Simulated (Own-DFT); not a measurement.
# Biaxial strain at fixed height in wurtzite GaN, 72 atoms (Ga36N36)

Source: density functional calculations with Own-DFT, an unreviewed in-house program that is no longer used. Nothing was measured or relaxed, and spin and spin-orbit coupling are left out.

Settings: PBE; PseudoDojo norm-conserving scalar-relativistic files; cutoff 42 hartree; 4 x 4 x 3 k mesh centred on Gamma; Fermi-Dirac smearing of 0.1 eV.

Keep in mind: forces not confirmed at this smearing and k mesh; stress not checked against mesh or cutoff.

Unstrained cell vectors in Å: (9.567, 0.000, 0.000); (-4.784, 8.285, 0.000); (0.000, 0.000, 10.370). The unstrained cell has measured lattice constants (interpolated for alloys), not those of this functional. That, the random moves and any unrelaxed bonds set the pressure at no strain. Each run strains x and y alike by e, as a substrate would, and holds the height along z. All atoms carry random offsets, Gaussian with a width of 0.05 Å per axis. Stress is positive in tension.

```
e (%)  u (Å)  (s_xx + s_yy)/2 (GPa)  s_zz (GPa)
-2.75  0.058                 -25.65      -13.11
-2.50  0.046                 -22.53      -11.29
-1.75  0.050                 -17.74      -11.33
-1.00  0.047                 -12.58       -9.66
-0.75  0.049                 -12.64       -6.68
-0.25  0.048                  -8.42       -8.58
 0.25  0.053                  -6.87       -6.70
 0.50  0.047                      ?           ?
 1.00  0.047                  -2.03       -6.50
 1.75  0.047                   0.74       -3.44
```

## Analysis

With e as a fraction, the in-plane stress is -7.5 + 536 e - 3645 e² GPa (errors 22 and 1201, scatter 0.71), and s_zz is -7.3 + 189 e GPa (slope ± 25, scatter 1.07). At e = 0 the first slope is C11 + C12 and the second 2 C13, both with the ions held to the strained lattice and at the cell's own pressure. The term in e² is negative: the layer stiffens under compression and softens under tension. A free layer would change its height as e changes, and the in-plane slope would drop by 2 C13²/C33 to the biaxial modulus. At fixed height, a misfit of 1 % moves the in-plane stress by about 5.4 GPa and s_zz by 1.9 GPa.

## Prediction

Asked: what are the two stresses at e = 0.50 %?

From the fit: -4.9 and -6.4 GPa. The run itself gave -4.61 and -7.57 GPa.
